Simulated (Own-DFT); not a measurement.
Simulation results for InAs (zincblende, strongly disordered by large displacements)

Computed with Own-DFT development build. A calculation, not a measurement: plane-wave PBE density functional theory by an unreviewed code, no spin, of a simulated periodic cell, stress positive in tension, free energy of the whole cell less one offset for each atom, forces on such cells passed a denser k mesh, this cell's mesh not checked; broken bonds can close the gap or carry spin, so checks made on this kind of crystal may not hold here; offsets are fitted by least squares, one for each functional and potential file, so energies compare only between cells with the same atoms and settings and are not formation energies; the far tail of each file's local potential was reset to the Coulomb form; each entry is a single point on an unrelaxed cell, so the pressure reflects the starting lattice, mostly measured values (interpolated for alloys), from which strain is counted, and rises with the displacements; printed positions are rounded, which can move forces by about a meV/angstrom; the program, named Own-DFT, is a retired in-house code; no spin-orbit coupling.

InAs (zincblende, strongly disordered by large displacements)

```
InAs
1.0
     12.1166     0.0000     0.0000
      0.0000    12.1166     0.0000
      0.0000     0.0000    12.1166
In As In As In As In As In As In As In As In As
4 4 4 4 4 4 4 4 4 4 4 4 4 4 4 4
Direct
  0.98985 0.98434 0.01469
  0.03147 0.24850 0.23066
  0.26106 0.07473 0.29709
  0.23613 0.25355 0.99901
  0.12146 0.11918 0.11771
  0.08540 0.39261 0.35570
  0.36586 0.17075 0.41678
  0.33517 0.41119 0.11445
  0.99896 0.00080 0.46366
  0.05614 0.26509 0.73705
  0.27646 0.98132 0.69735
  0.20498 0.23913 0.47998
  0.12576 0.11480 0.65767
  0.12844 0.36605 0.87557
  0.40031 0.12730 0.88485
  0.39202 0.33880 0.59826
  0.97243 0.54775 0.01360
  0.96861 0.77815 0.25785
  0.26253 0.45416 0.27631
  0.25987 0.76337 0.99943
  0.13821 0.65469 0.08885
  0.10849 0.89558 0.29325
  0.36718 0.57629 0.36677
  0.34259 0.88935 0.11125
  0.99095 0.50513 0.51007
  0.99603 0.76093 0.77269
  0.28011 0.53870 0.72676
  0.20705 0.77486 0.54072
  0.13987 0.60061 0.61121
  0.12955 0.88257 0.85076
  0.36878 0.60560 0.87599
  0.38267 0.84509 0.62831
  0.51542 0.01135 0.97380
  0.49175 0.19340 0.24760
  0.72974 0.00270 0.26073
  0.75956 0.27538 0.00690
  0.65107 0.13319 0.13521
  0.61715 0.40180 0.39137
  0.91317 0.15644 0.40866
  0.87903 0.32957 0.13881
  0.49089 0.03655 0.56324
  0.53143 0.25803 0.69127
  0.71667 0.96988 0.68712
  0.71016 0.28053 0.51193
  0.64765 0.13832 0.61533
  0.59821 0.39542 0.83485
  0.94168 0.10721 0.87984
  0.86120 0.39986 0.62093
  0.50751 0.49472 0.06106
  0.53641 0.73053 0.23975
  0.72456 0.46243 0.23165
  0.79973 0.77275 0.01053
  0.68822 0.63230 0.05272
  0.63509 0.83585 0.35715
  0.87677 0.62867 0.39618
  0.82581 0.89967 0.14402
  0.50470 0.51992 0.47866
  0.50738 0.73705 0.76622
  0.78701 0.51790 0.74323
  0.73169 0.78578 0.50892
  0.65031 0.64625 0.61836
  0.64692 0.86400 0.93190
  0.88855 0.61584 0.86450
  0.91211 0.87162 0.60863
```

| Item | Value |
| --- | --- |
| functional | PBE |
| potential files | PseudoDojo norm-conserving, scalar-relativistic, standard set |
| wave cutoff | 42 hartree |
| occupations | Fermi-Dirac |
| smearing width | 0.1 eV |
| hardware | one NVIDIA H200 |
| k mesh | 3 x 3 x 3 centred on Gamma |
| free energy of cell above offsets | 23.962 eV |
| pressure | 12.86 GPa |
| stress xx | -12.57 GPa |
| stress yy | -13.58 GPa |
| stress zz | -12.43 GPa |
| stress yz | -1.86 GPa |
| stress xz | -2.79 GPa |
| stress xy | 0.43 GPa |
| wall time | 1291 s |

Force:
| element | x (eV/Å) | y (eV/Å) | z (eV/Å) |
| --- | --- | --- | --- |
| In | 0.715 | -2.53 | 1.96 |
| In | -0.751 | -1.145 | 1.778 |
| In | -3.22 | -4.078 | -4.596 |
| In | 1.724 | -1.182 | 0.095 |
| As | 2.39 | -1.712 | -0.364 |
| As | 0.753 | 0.313 | 1.501 |
| As | 7.132 | -0.099 | 1.905 |
| As | 0.595 | -2.824 | -4.112 |
| In | 2.416 | -3.213 | 1.092 |
| In | -4.152 | 1.936 | -0.448 |
| In | -2.128 | 3.475 | 3.704 |
| In | -4.684 | 2.649 | 2.777 |
| As | 1.029 | -3.786 | -4.152 |
| As | 0.477 | 4.674 | 1.801 |
| As | -2.894 | 2.668 | -3.047 |
| As | -3.869 | 3.286 | -2.016 |
| In | 2.947 | -3.392 | 4.2 |
| In | -2.719 | -3.954 | -0.529 |
| In | -3.529 | -0.921 | 1.87 |
| In | 0.853 | 0.082 | -4.921 |
| As | -3.647 | -2.847 | 3.705 |
| As | 4.317 | 2.975 | 2.296 |
| As | -0.203 | 6.282 | -0.066 |
| As | 3.186 | 2.79 | 2.86 |
| In | 0.401 | 0.154 | -0.733 |
| In | 0.12 | -0.726 | -1.716 |
| In | -0.098 | -3.739 | -1.334 |
| In | -0.684 | 1.089 | -2.597 |
| As | -1.978 | 0.299 | 0.043 |
| As | 1.569 | 1.342 | 1.485 |
| As | 2.696 | 1.696 | 3.66 |
| As | 3.483 | -2.136 | -1.946 |
| In | 1.39 | -1.799 | 3.092 |
| In | -0.233 | 1.757 | -0.25 |
| In | -1.411 | 2.406 | 5.224 |
| In | -2.744 | -1.282 | -4.852 |
| As | -1.199 | 0.706 | -1.948 |
| As | 0.886 | -3.03 | -3.412 |
| As | -3.274 | 3.541 | -1.836 |
| As | 0.7 | 4.142 | 1.406 |
| In | -2.639 | -2.316 | -1.767 |
| In | -1.276 | 1.611 | 5.706 |
| In | 1.746 | -3.013 | 2.294 |
| In | 4.042 | 1.859 | -1.923 |
| As | 3.689 | -3.168 | -0.018 |
| As | 1.442 | 0.672 | 1.803 |
| As | -2.109 | 3.092 | -2.902 |
| As | 1.913 | -4.874 | -1.535 |
| In | 1.989 | 0.789 | -1.504 |
| In | -3.292 | -2.758 | -3.622 |
| In | 1.605 | 1.341 | -1.122 |
| In | 4.139 | -0.211 | -3.375 |
| As | -4.571 | -5.332 | 2.634 |
| As | -0.379 | 4.429 | -0.109 |
| As | -1.361 | 1.041 | -1.643 |
| As | 4.981 | -0.2 | -0.546 |
| In | 0.169 | 1.538 | 5.527 |
| In | 1.243 | -0.261 | 1.027 |
| In | -5.551 | 0.164 | 0.304 |
| In | 3.804 | -0.182 | 1.652 |
| As | -2.028 | -2.177 | 1.695 |
| As | -2.126 | 0.31 | -3.629 |
| As | -0.678 | 3.726 | -0.653 |
| As | -1.114 | 0.055 | 0.128 |
